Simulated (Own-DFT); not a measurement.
# Which defects push the lattice out? zincblende InP

No measurement is shown. These are fixed-geometry runs of a retired plane-wave code named Own-DFT, which no person has reviewed; spin and spin-orbit coupling are neglected.

Common settings: PBE; PseudoDojo norm-conserving scalar-relativistic files; cutoff 36 hartree; 3 x 3 x 3 k mesh centred on Gamma; Fermi-Dirac smearing of 0.1 eV.

Caveats (not all hold for every row): not probed for a lower state with spin; forces on such cells moved up to 12 meV/angstrom on a denser k mesh; stress not checked against mesh or cutoff.

All runs share one cell, with vectors in Å (11.737, 0.000, 0.000); (0.000, 11.737, 0.000); (0.000, 0.000, 11.737) and a volume of 1617.0 Å³. The atoms are randomly displaced, by u rms on each axis. The defect's site can differ from row to row.

| cell | formula | u (Å) | P (GPa) |
|---|---|---|---|
| no defect | In32P32 | 0.0215 | 3.22 |
| no defect | In32P32 | 0.0218 | 3.24 |
| no defect | In32P32 | 0.0509 | 3.62 |
| one In on a P site and one P on an In site | In32P32 | 0.0296 | 3.71 |
| one In on a P site and one P on an In site | In32P32 | 0.0320 | 3.65 |
| one In on a P site and one P on an In site | In32P32 | 0.0518 | 3.89 |
| one P on an In site | In31P33 | 0.0281 | 3.10 |
| one P on an In site | In31P33 | 0.0298 | 3.13 |
| one P on an In site | In31P33 | 0.0516 | 3.42 |
| one P on an In site | In31P33 | 0.0555 | ? |
| two P vacancies | In32P30 | 0.0282 | 2.95 |
| two P vacancies | In32P30 | 0.0291 | 2.96 |
| two P vacancies | In32P30 | 0.0297 | 2.97 |

## Analysis

P = P0 + c u² + a shift for each defect gives P0 = 3.17 GPa, c = 162 ± 13 GPa/Å² and a scatter of 0.04 GPa. The shifts, and each times the cell's volume:

- one In on a P site and one P on an In site: 0.33 ± 0.03 GPa, 3.4 eV
- one P on an In site: -0.19 ± 0.03 GPa, -1.9 eV
- two P vacancies: -0.34 ± 0.03 GPa, -3.5 eV (-1.7 eV for each of its 2 sites)

A positive shift means that the defect pushes the cell outwards. Shift times volume (160.2 GPa Å³ is 1 eV) depends little on the cell's size, so, taken for each site, it can be compared between cells at like pressure. The atoms around the defects weren't relaxed, which would change these numbers.

## Withheld run

The question: what pressure belongs in the blank (one P on an In site, u = 0.0555 Å)?

Estimate: 3.48 ± 0.05 GPa. Computed: 3.56 GPa.
